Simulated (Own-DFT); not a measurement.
# What a defect does to the pressure of its cell: C11b WSi2

The numbers are computed, not measured, by runs of the plane-wave DFT program Own-DFT (in-house, retired, unreviewed) at fixed positions, with no spin and no spin-orbit coupling.

Common settings: PBEsol; PseudoDojo norm-conserving scalar-relativistic files, made for PBE; cutoff 50 hartree; 5 x 5 x 5 k mesh centred on Gamma; cold (Marzari-Vanderbilt) smearing of 0.2 eV.

Limits: forces on such cells failed a check on a denser k mesh; stress not checked against mesh or cutoff.

All runs share one cell, with vectors in Å (-2.148, -5.953, 3.409); (-6.444, 2.976, 1.136); (-2.553, -2.948, -6.757) and a volume of 403.2 Å³. The atoms are randomly displaced, by u rms on each axis. The defect's site can differ from row to row.

```
cell,formula,u (Å),P (GPa)
no defect,Si20W10,0.0189,0.36
no defect,Si20W10,0.0211,0.36
no defect,Si20W10,0.0490,1.91
one Si vacancy,Si19W10,0.0314,-0.89
one Si vacancy,Si19W10,0.0342,-0.61
one Si vacancy,Si19W10,0.0486,?
one Si vacancy,Si19W10,0.0536,1.03
one W on a Si site,Si19W11,0.0298,5.63
one W on a Si site,Si19W11,0.0462,6.93
one W on a Si site,Si19W11,0.0470,6.06
one W vacancy,Si20W9,0.0261,-0.29
one W vacancy,Si20W9,0.0296,-0.40
one W vacancy,Si20W9,0.0490,1.19
one Si on a W site,Si21W9,0.0265,1.98
one Si on a W site,Si21W9,0.0309,2.34
one Si on a W site,Si21W9,0.0505,3.59
```

## Working it out

P = P0 + c u² + a shift for each defect gives P0 = -0.04 GPa, c = 853 ± 82 GPa/Å² and a scatter of 0.26 GPa. The shifts, and each times the cell's volume:

- one W on a Si site: 4.75 ± 0.22 GPa, 12.0 eV
- one Si on a W site: 1.48 ± 0.21 GPa, 3.7 eV
- one W vacancy: -0.93 ± 0.21 GPa, -2.3 eV
- one Si vacancy: -1.55 ± 0.22 GPa, -3.9 eV

Positive is outwards. The product with the volume (160.2 GPa Å³ to the eV) is nearly free of the cell's size; divided by the bulk modulus at the cell's pressure it gives the volume that the defect adds. The atoms around the defects weren't relaxed, which would change these numbers.

## Withheld run

Q: what pressure belongs in the blank (one Si vacancy, u = 0.0486 Å)?

From the fit: 0.43 ± 0.30 GPa. The run itself gave -0.02 GPa.
